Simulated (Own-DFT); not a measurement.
# Computed records: Si₃N₄ (beta silicon nitride, atoms displaced)

All values are calculated (Own-DFT development build). A calculation, not a measurement: plane-wave PBE density functional theory by an unreviewed code, no spin, of a simulated periodic cell, stress positive in tension, free energy of the whole cell less one offset for each atom, forces on such cells moved up to 12 meV/angstrom on a denser k mesh; offsets are fitted by least squares, one for each functional and potential file, so energies compare only between cells with the same atoms and settings and are not formation energies; the far tail of each file's local potential was reset to the Coulomb form; each entry is a single point on an unrelaxed cell, so the pressure reflects the starting lattice, mostly measured values (interpolated for alloys), from which strain is counted, and rises with the displacements; printed positions are rounded, which can move forces by about a meV/angstrom; the program, named Own-DFT, is a retired in-house code; no spin-orbit coupling; before rounding, a Quantum ESPRESSO 7.3.1 run of the same cell and cutoff gave forces within 1 meV/angstrom rms on each cell, which checks the program and not the settings.

Common to all runs: functional PBE; potential files PseudoDojo norm-conserving, scalar-relativistic, standard set; wave cutoff 42 hartree; occupations Fermi-Dirac; smearing width 0.1 eV; k mesh 2 x 2 x 4 centred on Gamma.

(1) 
```xyz
112
Lattice="15.2120 0.0000 0.0000 -7.6060 13.1740 0.0000 0.0000 0.0000 5.8180" Properties=species:S:1:pos:R:3:force_x:R:1:force_y:R:1:force_z:R:1 formula=Si3N4 free_energy_of_cell_above_offsets=-19.405 pressure=5.62 stress_xx=-3.95 stress_yy=-5.31 stress_zz=-7.6 stress_yz=0.04 stress_xz=0.05 stress_xy=-0.63
Si    -1.6083     5.0546     0.7087      1.263      0.619      1.136
Si     0.2183     2.6711     0.7343       -0.2      0.282     -0.383
Si     1.3987     5.4104     0.7065       -0.1      0.633      0.716
Si     5.3910     1.5402     2.1866      0.128     -0.415     -0.251
Si     3.5423     3.8904     2.1913      1.297      0.123      0.113
Si     2.4261     1.1328     2.1676     -0.009      1.223       1.16
N      2.3953     0.2411     0.7564     -0.386     -2.549     -1.544
N      6.2058     1.9812     0.7363      1.196      0.331     -0.165
N      2.8132     4.3771     0.7147     -1.036      0.896      0.327
N      1.3614     6.4031     2.2071       0.61     -1.375     -1.103
N     -2.3891     4.5782     2.1794     -0.663      0.206      0.206
N      1.0097     2.1957     2.2025      1.078     -0.749     -1.103
N      0.0187     4.3966     0.7226     -0.663     -0.187      0.101
N      3.8094     2.2009     2.1900     -0.912     -0.476      0.164
Si    -1.6119     5.0887     3.6463      1.001     -1.523     -0.084
Si     0.2185     2.6794     3.6081     -0.816      0.226      1.467
Si     1.3960     5.4257     3.6331     -0.918      0.065      0.382
Si     5.4323     1.5142     5.0897     -0.688     -0.128       0.08
Si     3.6016     3.9055     5.0848      0.634     -1.116      0.078
Si     2.4182     1.1222     5.0662      0.122      1.686      1.208
N      2.3630     0.1985     3.6457     -0.095     -0.718     -0.669
N      6.2214     1.9866     3.6224      0.354     -0.181      0.523
N      2.7960     4.4128     3.6590     -0.412      0.219     -0.543
N      1.4155     6.3864     5.0909      0.169     -0.289      0.164
N     -2.4194     4.6208     5.1182     -0.824     -0.102     -1.144
N      0.9998     2.2090     5.0857      1.105     -1.071     -0.008
N      0.0000     4.3754     3.6614      -0.04      1.014     -0.266
N      3.8300     2.1754     5.1073     -0.856        0.1     -0.343
Si    -5.4018    11.5986     0.7480      0.094      1.639     -1.162
Si    -3.5943     9.2922     0.7376     -0.462     -1.645     -0.154
Si    -2.4259    11.9928     0.7653      0.084      0.827     -1.055
Si     1.6374     8.0851     2.1801     -0.951      0.989      0.453
Si    -0.2318    10.5013     2.1673      0.957     -0.845      0.674
Si    -1.3627     7.7378     2.1786     -0.528      0.608      0.795
N     -1.3833     6.8242     0.7442     -0.522     -1.644     -0.337
N      2.4863     8.5471     0.7303     -1.701     -0.686      0.235
N     -1.0105    10.9771     0.7375     -0.446      0.431      -0.94
N     -2.4027    12.9757     2.1747     -0.084     -0.493      0.877
N     -6.1972    11.1841     2.1755     -0.993     -0.341      0.796
N     -2.8093     8.8004     2.1903      1.237     -1.049     -0.101
N     -3.8175    10.9524     0.6926      0.289       1.25      0.336
N     -0.0054     8.7685     2.1982       1.02      0.594      -0.23
Si    -5.4095    11.6347     3.6509      0.388      0.085      0.093
Si    -3.6211     9.2280     3.6370      0.543      1.307       0.04
Si    -2.4355    11.9901     3.6577      0.466      1.036     -0.361
Si     1.6070     8.1024     5.1239     -0.383      0.347     -0.844
Si    -0.1837    10.5021     5.0793     -0.154      -0.08     -0.034
Si    -1.4159     7.7110     5.1026      0.706      1.517     -0.335
N     -1.3729     6.7655     3.6489     -0.542      1.191     -0.278
N      2.4269     8.5636     3.6492     -0.335     -0.271     -0.051
N     -1.0216    10.9740     3.6238     -0.086      0.421       0.47
N     -2.4004    12.9586     5.1022      0.178     -0.425      0.203
N     -6.2568    11.1342     5.0937      1.644      1.214      0.241
N     -2.8336     8.7671     5.0920       0.96     -0.857      0.102
N     -3.8058    10.9810     3.6503      -0.56     -0.707      -0.09
N      0.0009     8.7957     5.0861     -0.159     -0.783      0.228
Si     5.9635     5.0525     0.7496      1.788     -0.187      -0.36
Si     7.8470     2.6733     0.7294     -1.212      0.034      0.695
Si     9.0080     5.4573     0.7341     -0.684     -1.384     -0.048
Si    13.0342     1.5450     2.1743     -1.784     -0.699      0.965
Si    11.1933     3.9370     2.2146      0.483     -1.668     -1.345
Si    10.0076     1.1388     2.2036      0.292      0.422     -1.311
N     10.0165     0.2163     0.6782     -0.318     -1.463      2.046
N     13.8276     1.9510     0.7258       1.32      0.632      0.223
N     10.3988     4.4259     0.7370      0.211      0.083     -0.066
N      9.0288     6.3939     2.1777     -0.213      0.908      0.089
N      5.1589     4.6078     2.1988     -0.554      0.077      0.082
N      8.6051     2.1651     2.1934      0.444     -0.333      0.204
N      7.6287     4.3706     0.7439     -0.825      1.402      0.009
N     11.3881     2.1551     2.1724      0.721      1.679     -0.074
Si     6.0052     5.0690     3.6482      0.484     -0.901     -0.526
Si     7.8110     2.6942     3.6517      0.218     -1.597     -0.294
Si     8.9624     5.4849     3.6232     -0.109      -2.41     -0.164
Si    13.0307     1.4906     5.1258      -1.09      1.044     -1.862
Si    11.1809     3.9210     5.0730      0.399     -0.238      0.868
Si    10.0467     1.1691     5.1309     -0.127      0.385     -2.265
N     10.0385     0.2044     3.6049     -0.531     -0.285      1.772
N     13.8308     1.9925     3.6363      0.315     -0.255      0.369
N     10.4028     4.4294     3.6295     -0.976      0.848      0.368
N      9.0146     6.3383     5.0805      0.083      2.231      0.221
N      5.2123     4.5677     5.0768     -0.744      0.379      0.705
N      8.6189     2.1929     5.1128      0.729     -0.622     -0.813
N      7.5875     4.3357     3.6250      0.469      3.088      0.024
N     11.4186     2.2124     5.0391      0.392     -0.227      0.532
Si     2.1700    11.6272     0.7367      2.527      0.957     -0.571
Si     4.0211     9.2433     0.7247      1.463      0.222     -0.084
Si     5.1466    12.0343     0.7509      0.662     -0.768     -0.063
Si     9.1866     8.1452     2.1798     -0.451     -0.528      -0.24
Si     7.3995    10.5075     2.1742     -0.296      0.005        0.1
Si     6.2548     7.7160     2.2108     -1.044      1.198     -0.739
N      6.1923     6.8070     0.7281      -0.01     -1.281      0.577
N     10.0228     8.5388     0.7452       0.56      0.404     -0.946
N      6.5818    10.9646     0.7415     -0.469       0.94      -0.68
N      5.1909    12.9798     2.1901      0.516     -0.043      0.405
N      1.3783    11.2197     2.1643     -1.164     -0.512      0.868
N      4.8212     8.7460     2.1756      0.488     -0.653      0.361
N      3.8298    10.9346     0.7534     -1.474      1.314     -0.257
N      7.5912     8.8076     2.1835      0.551     -0.886      0.108
Si     2.1977    11.6686     3.6387      1.874     -0.104      -1.03
Si     3.9989     9.2556     3.6309      0.574      0.051     -0.614
Si     5.2018    12.0148     3.6762      -0.53     -0.589     -1.804
Si     9.1869     8.1178     5.0756      0.391     -0.511      0.508
Si     7.3952    10.4966     5.0830     -1.222      -0.61      0.678
Si     6.2332     7.7081     5.1058     -0.505      1.827     -0.361
N      6.2188     6.7789     3.6478      0.141     -0.263      0.164
N     10.0153     8.5957     3.6101     -0.491     -0.556      0.811
N      6.5882    10.9403     3.6353     -0.294      1.052      0.043
N      5.1838    12.9716     5.0757      0.321     -0.306      1.261
N      1.4384    11.1989     5.0721      -2.01     -0.729      0.499
N      4.8010     8.7821     5.0574      1.397      -1.21      0.848
N      3.8282    10.9526     3.5971     -0.878      1.144      0.417
N      7.6215     8.7893     5.0989     -0.812     -0.883     -0.092
```

Units: free_energy_of_cell_above_offsets in eV; pressure, stress_xx, stress_yy, stress_zz, stress_yz, stress_xz, stress_xy in GPa; force_x, force_y, force_z in eV/Å.

(2) 
```xyz
112
Lattice="15.2120 0.0000 0.0000 -7.6060 13.1740 0.0000 0.0000 0.0000 5.8180" Properties=species:S:1:pos:R:3 formula=Si3N4
Si    -1.6008     5.0681     0.7686
Si     0.2542     2.6594     0.7200
Si     1.3816     5.4254     0.7424
Si     5.3880     1.5436     2.1585
Si     3.5872     3.9212     2.1897
Si     2.4312     1.1649     2.1881
N      2.3935     0.1921     0.7514
N      6.2128     1.9739     0.7302
N      2.7622     4.3490     0.7076
N      1.3817     6.3948     2.1867
N     -2.4134     4.6234     2.1391
N      1.0415     2.2151     2.1851
N     -0.0143     4.3509     0.7436
N      3.7900     2.2204     2.2471
Si    -1.5995     5.0639     3.6095
Si     0.2170     2.6791     3.6421
Si     1.3837     5.4400     3.6594
Si     5.3949     1.5191     5.1056
Si     3.5797     3.9155     5.0719
Si     2.4258     1.1204     5.1187
N      2.3848     0.2194     3.6265
N      6.2358     1.9670     3.6202
N      2.7531     4.3901     3.6422
N      1.3846     6.4032     5.0976
N     -2.4311     4.6193     5.1041
N      1.0190     2.2127     5.0843
N     -0.0149     4.3688     3.6612
N      3.8329     2.2214     5.1190
Si    -5.3947    11.6597     0.7338
Si    -3.5892     9.2720     0.7483
Si    -2.4164    12.0230     0.7083
Si     1.6451     8.1059     2.1941
Si    -0.2241    10.5042     2.1859
Si    -1.3922     7.7105     2.1954
N     -1.4107     6.7790     0.7301
N      2.4191     8.5769     0.7351
N     -1.0393    10.9898     0.7517
N     -2.4167    12.9494     2.1564
N     -6.2376    11.1884     2.1885
N     -2.8024     8.7958     2.1773
N     -3.8147    10.9452     0.7017
N      0.0273     8.7827     2.1714
Si    -5.4227    11.6577     3.6205
Si    -3.5521     9.2327     3.6405
Si    -2.4031    12.0451     3.6664
Si     1.6114     8.1182     5.0884
Si    -0.2045    10.5319     5.1053
Si    -1.3670     7.7473     5.1051
N     -1.3921     6.7833     3.6184
N      2.4442     8.5618     3.6146
N     -1.0379    11.0138     3.6375
N     -2.4330    12.9566     5.0906
N     -6.2482    11.1529     5.1298
N     -2.7813     8.7771     5.1046
N     -3.8202    11.0120     3.6398
N      0.0581     8.7799     5.1015
Si     6.0196     5.0913     0.7294
Si     7.8175     2.6376     0.7583
Si     9.0002     5.4613     0.7365
Si    13.0374     1.5101     2.1708
Si    11.1683     3.9113     2.1858
Si    10.0197     1.1675     2.1685
N     10.0067     0.1854     0.7553
N     13.8197     1.9859     0.7308
N     10.3814     4.3776     0.7356
N      9.0081     6.3782     2.2195
N      5.1851     4.6268     2.1644
N      8.6008     2.1674     2.1721
N      7.6242     4.4258     0.7283
N     11.3846     2.2031     2.1546
Si     5.9794     5.0793     3.5790
Si     7.8121     2.6983     3.6211
Si     9.0145     5.4447     3.6433
Si    13.0104     1.5533     5.0840
Si    11.2118     3.9264     5.0729
Si    10.0026     1.1321     5.0808
N      9.9864     0.1972     3.6111
N     13.8260     2.0187     3.6209
N     10.3771     4.3890     3.6370
N      8.9771     6.3722     5.0849
N      5.1944     4.5958     5.0753
N      8.6272     2.1852     5.1030
N      7.5743     4.4025     3.6154
N     11.3909     2.1691     5.0871
Si     2.2051    11.6362     0.6824
Si     4.0107     9.2257     0.6917
Si     5.1952    11.9899     0.7459
Si     9.2033     8.1195     2.1728
Si     7.4116    10.5149     2.1869
Si     6.2210     7.7440     2.1639
N      6.1994     6.7785     0.7170
N     10.0268     8.5716     0.7505
N      6.6031    10.9967     0.7451
N      5.1978    12.9698     2.1547
N      1.3762    11.1934     2.1832
N      4.8411     8.7778     2.1827
N      3.7978    10.9747     0.7474
N      7.6280     8.7761     2.1834
Si     2.2004    11.6472     3.6414
Si     4.0213     9.2569     3.6264
Si     5.2123    12.0318     3.6782
Si     9.1903     8.1045     5.0892
Si     7.4268    10.5040     5.0955
Si     6.2347     7.7087     5.0982
N      6.2419     6.7761     3.6148
N     10.0339     8.5600     3.6103
N      6.6181    11.0330     3.5958
N      5.1950    12.9457     5.0422
N      1.3555    11.1907     5.0953
N      4.8347     8.8058     5.1015
N      3.8131    11.0014     3.6050
N      7.5952     8.7864     5.0937
```

**Q.** Si₃N₄ (beta silicon nitride, atoms displaced) (entry 2): stress xx?
**A.** -5.04 GPa

Further results for Si₃N₄ (beta silicon nitride, atoms displaced) (entry 2):

* free energy of cell above offsets: -19.740 eV
* pressure: 5.45 GPa
* stress yy: -4.73 GPa
* stress zz: -6.58 GPa
* stress yz: -0.43 GPa
* stress xz: -0.09 GPa
* stress xy: 0.16 GPa

Force:
```csv
element,x (eV/Å),y (eV/Å),z (eV/Å)
Si,0.919,-0.351,-2.283
Si,-1.428,0.353,0.449
Si,-0.627,-0.346,-0.271
Si,-0.293,-0.974,1.094
Si,-0.184,0.067,-0.448
Si,-0.191,0.312,0.328
N,-0.039,0.402,-0.208
N,0.537,0.136,-0.219
N,-0.236,0.898,0.645
N,0.475,-0.595,0.198
N,-1.662,-0.591,2.148
N,0.226,-0.709,0.026
N,0.498,1.354,-0.004
N,0.465,-0.512,-0.487
Si,0.05,-0.485,0.887
Si,-0.18,0.082,-0.432
Si,-0.965,-0.171,-0.415
Si,0.277,0.26,-1.001
Si,0.844,-0.047,0.479
Si,0.279,1.448,-0.848
N,-0.243,-0.451,0.709
N,-0.287,-0.305,0.383
N,0.256,0.382,-0.388
N,0.36,-0.553,0.28
N,0.276,0.325,-0.589
N,1.238,-1.346,0.071
N,0.506,1.199,-0.145
N,-1.254,-1.332,-0.007
Si,0.107,-1.18,0.184
Si,-0.588,-0.326,-0.716
Si,-0.898,-0.795,0.798
Si,-1.771,0.206,-0.634
Si,0.71,-0.479,0.285
Si,0.744,1.539,-0.806
N,-0.033,0.42,0.018
N,0.557,-0.311,-0.484
N,0.259,0.059,-0.893
N,0.178,1.2,0.587
N,0.609,0.499,-0.387
N,1.633,-1.249,0.275
N,0.241,1.571,0.128
N,-0.808,-0.348,0.236
Si,0.637,-0.37,0.99
Si,-1.668,1.789,0.202
Si,-1.34,-0.698,-1.729
Si,0.206,-0.162,-0.004
Si,-0.893,-1.277,-0.174
Si,0.471,0.023,-0.294
N,-0.288,0.103,1.038
N,0.42,-0.085,1.126
N,0.663,-0.346,0.55
N,0.395,1.255,0.449
N,1.674,1.368,-0.974
N,0.733,-0.643,0.092
N,0.542,-0.947,0.032
N,-1.923,0.776,-0.157
Si,0.483,-1.38,-1.09
Si,-0.242,1.878,-1.426
Si,-0.076,-0.903,0.294
Si,-1.699,0.077,0.076
Si,0.888,-0.359,-0.516
Si,0.211,-0.532,0.281
N,-0.339,0.15,-1.277
N,1.248,0.153,-0.551
N,-0.356,0.873,-0.585
N,0.371,0.705,-1.093
N,-1.317,-0.358,-0.547
N,0.573,-0.291,0.783
N,-0.55,-1.228,0.098
N,1.086,-0.124,0.318
Si,1.186,-0.406,1.906
Si,-0.043,-0.07,0.799
Si,-1.515,-0.871,-0.011
Si,-0.809,-1.013,-0.039
Si,-0.374,-1.169,0.987
Si,0.48,-0.012,0.323
N,-0.242,0.129,0.592
N,0.235,-0.353,0.237
N,0.068,0.366,0.051
N,0.555,0.817,0.464
N,-0.531,0.406,-0.061
N,-0.429,-0.093,-0.37
N,0.934,0.152,0.016
N,0.335,0.779,-0.167
Si,0.464,0.29,2.086
Si,0.042,1.523,1.548
Si,-0.439,0.631,-0.833
Si,-0.126,-0.543,0.515
Si,-0.4,-0.965,-0.441
Si,0.753,0.27,0.476
N,-0.175,0.807,0.329
N,0.257,-0.286,-1.139
N,-0.003,-0.002,-0.69
N,0.384,0.073,1.011
N,-0.325,-0.072,-0.364
N,-0.23,-0.345,-0.537
N,0.075,-0.769,-0.478
N,-0.901,0.329,-0.097
Si,0.533,0.151,-0.908
Si,0.327,1.174,-0.001
Si,-0.618,-0.69,-2.779
Si,0.318,0.385,-0.182
Si,-1.953,-0.325,-0.214
Si,-0.059,0.883,-0.923
N,-0.595,0.744,0.224
N,0.51,0.025,1.114
N,0.083,-0.266,1.629
N,0.49,1.698,2.698
N,0.602,0.406,-0.607
N,0.779,-1.199,-1.057
N,-0.162,-0.871,0.466
N,0.05,-0.419,-0.03
```
